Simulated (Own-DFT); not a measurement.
# Stretching a layer in its plane: wurtzite AlGaN with randomly placed atoms, 72 atoms (Al9Ga27N36)

No measurement is shown. These are fixed-geometry runs of a retired plane-wave code named Own-DFT, which no person has reviewed; spin and spin-orbit coupling are neglected.

Common settings: PBE; PseudoDojo norm-conserving scalar-relativistic files (stringent for Ga); cutoff 96 hartree; 4 x 4 x 3 k mesh centred on Gamma; Gaussian smearing of 0.01 eV.

Limits: forces on such cells passed a denser k mesh, each cell not checked; stress not checked against mesh or cutoff.

Unstrained cell vectors in Å: (9.509, 0.000, 0.000); (-4.755, 8.235, 0.000); (0.000, 0.000, 10.268). The unstrained cell has measured lattice constants (interpolated for alloys), not those of this functional. That, the random moves and any unrelaxed bonds set the pressure at no strain. Each run strains x and y alike by e, as a substrate would, and holds the height along z. Each coordinate of each atom was shifted by a normal deviate of width 0.05 Å. The random placing of the alloy's atoms differs from row to row. Stress is positive in tension.

| e (%) | u (Å) | (s_xx + s_yy)/2 (GPa) | s_zz (GPa) |
|---|---|---|---|
| -2.75 | 0.050 | -24.31 | -12.50 |
| -2.50 | 0.051 | -23.61 | -11.02 |
| -2.25 | 0.050 | -20.16 | -12.39 |
| -0.25 | 0.044 | -7.60 | -7.79 |
| 0.25 | 0.049 | ? | ? |
| 1.25 | 0.048 | -0.56 | -6.29 |
| 1.75 | 0.049 | 1.16 | -3.81 |
| 2.50 | 0.049 | 4.55 | -3.00 |
| 2.75 | 0.051 | 6.13 | -4.10 |
| 3.00 | 0.043 | 7.03 | -2.23 |

## Fit

With e as a fraction, the in-plane stress is -6.8 + 550 e - 3389 e² GPa (errors 10 and 772, scatter 0.65), and s_zz is -7.7 + 170 e GPa (slope ± 12, scatter 0.81). At e = 0 the first slope is C11 + C12 and the second 2 C13, both with the ions held to the strained lattice and at the cell's own pressure. The term in e² is negative: the layer stiffens under compression and softens under tension. A free layer would change its height as e changes, and the in-plane slope would drop by 2 C13²/C33 to the biaxial modulus. At fixed height, a misfit of 1 % moves the in-plane stress by about 5.5 GPa and s_zz by 1.7 GPa.

## Prediction

Question: what are the two stresses at e = 0.25 %?

The fit gives -5.4 and -7.2 GPa. The run itself gave -6.34 and -5.46 GPa.
